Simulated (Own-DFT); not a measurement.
# Energy and forces against displacement in zincblende InP, 64 atoms (In32P32)

These are calculations, not measurements. The program, named Own-DFT, is a retired in-house plane-wave density functional code that no person has reviewed. Each row is one single-point run on a periodic cell that was not relaxed, without spin or spin-orbit coupling.

Settings of every run: PBE; PseudoDojo norm-conserving scalar-relativistic files; cutoff 36 hartree; 3 x 3 x 3 k mesh centred on Gamma; Fermi-Dirac smearing of 0.1 eV.

Known limits: forces on such cells moved up to 12 meV/angstrom on a denser k mesh; stress not checked against mesh or cutoff.

Cell vectors in Å: (11.737, 0.000, 0.000); (0.000, 11.737, 0.000); (0.000, 0.000, 11.737). In each run every atom was moved at random and independently from its ideal site; u is the rms move along one axis. E is the free energy for each atom above the fitted value at u = 0, and F the rms of the force components.

```
run   u (Å)  E (meV/atom)  F (eV/Å)  largest force (eV/Å)  P (GPa)
  1  0.0186           5.8     0.231                  0.80     3.20
  2  0.0204           6.2     0.235                  0.83     3.20
  3  0.0473             ?         ?                     ?        ?
  4  0.0485          35.0     0.611                  2.35     3.55
  5  0.0958         128.5     1.228                  4.33     4.64
  6  0.1015         172.3     1.566                  7.32     5.29
  7  0.1018         170.4     1.568                  8.21     5.28
  8  0.1573         358.9     2.256                  7.29     7.70
  9  0.2033         558.5     3.068                 12.57    10.28
```

## Worked fit

For small independent moves the energy grows as E = (3/2) K u², with K the mean stiffness felt by one atom. The runs with u up to 0.11 Å give K = 10.4 ± 0.4 eV/Å², with residuals divided by u² + 0.0006 Å², since the noise grows with the moves. The scatter is 3.4 meV/atom at u = 0.05 Å. The forces follow F = G u with G = 13.4 eV/Å²; no force at u = 0 is resolved. G exceeds K because the moves of its neighbours add to the force on an atom, and stiffness differs between atoms. At u = 0.203 Å the parabola gives 644 meV/atom and the run 559. The pressure follows P = 3.10 + 199 u² GPa: at fixed volume, shortened bonds push harder than stretched ones pull.

## Withheld run

Question: what energy and rms force should run 3 give?

The fit gives 35 ± 3 meV/atom and about 0.63 eV/Å. The calculation gave 30.7 meV/atom and 0.547 eV/Å.
